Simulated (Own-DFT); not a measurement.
# Biaxial strain at fixed height in grey tin, 64 atoms (Sn64)

Everything here is calculated. The program is Own-DFT (plane waves, in-house, since retired, never reviewed by a person); positions were held fixed, and spin and spin-orbit coupling were off.

Settings: PBE; PseudoDojo norm-conserving scalar-relativistic files; cutoff 42 hartree; 3 x 3 x 3 k mesh centred on Gamma; cold (Marzari-Vanderbilt) smearing of 0.2 eV.

Limits: forces on such cells moved up to 12 meV/angstrom on a denser k mesh; stress not checked against mesh or cutoff.

Unstrained cell vectors in Å: (12.978, 0.000, 0.000); (0.000, 12.978, 0.000); (0.000, 0.000, 12.978). The unstrained cell has measured lattice constants (interpolated for alloys), not those of this functional. That, the random moves and any unrelaxed bonds set the pressure at no strain. Each run strains x and y alike by e, as a substrate would, and holds the height along z. Each coordinate of each atom was shifted by a normal deviate of width 0.05 Å. Stress is positive in tension.

```
e (%),u (Å),(s_xx + s_yy)/2 (GPa),s_zz (GPa)
-2.50,0.046,-6.81,-6.06
-2.50,0.049,-6.84,-6.05
-2.00,0.050,-6.10,-5.53
-2.00,0.051,-6.16,-5.54
-1.50,0.049,?,?
-1.00,0.053,-4.84,-4.50
-1.00,0.050,-4.80,-4.53
-0.50,0.047,-4.19,-4.02
-0.50,0.057,-4.33,-4.18
0.25,0.050,-3.45,-3.50
0.25,0.048,-3.31,-3.45
0.75,0.049,-2.80,-3.08
0.75,0.050,-2.85,-3.01
```

## Analysis

With e as a fraction, the in-plane stress is -3.7 + 114 e - 512 e² GPa (errors 3 and 147, scatter 0.05), and s_zz is -3.7 + 83 e - 493 e² GPa (slope ± 3, scatter 0.05). At e = 0 the first slope is C11 + C12 and the second 2 C12, both with the ions held to the strained lattice and at the cell's own pressure. The term in e² is negative: the layer stiffens under compression and softens under tension. A free layer would change its height as e changes, and the in-plane slope would drop by 2 C12²/C11 to the biaxial modulus. At fixed height, a misfit of 1 % moves the in-plane stress by about 1.1 GPa and s_zz by 0.8 GPa.

## Withheld run

Asked: what are the two stresses at e = -1.50 %?

The fitted form gives -5.5 and -5.0 GPa. The run itself gave -5.45 and -5.09 GPa.
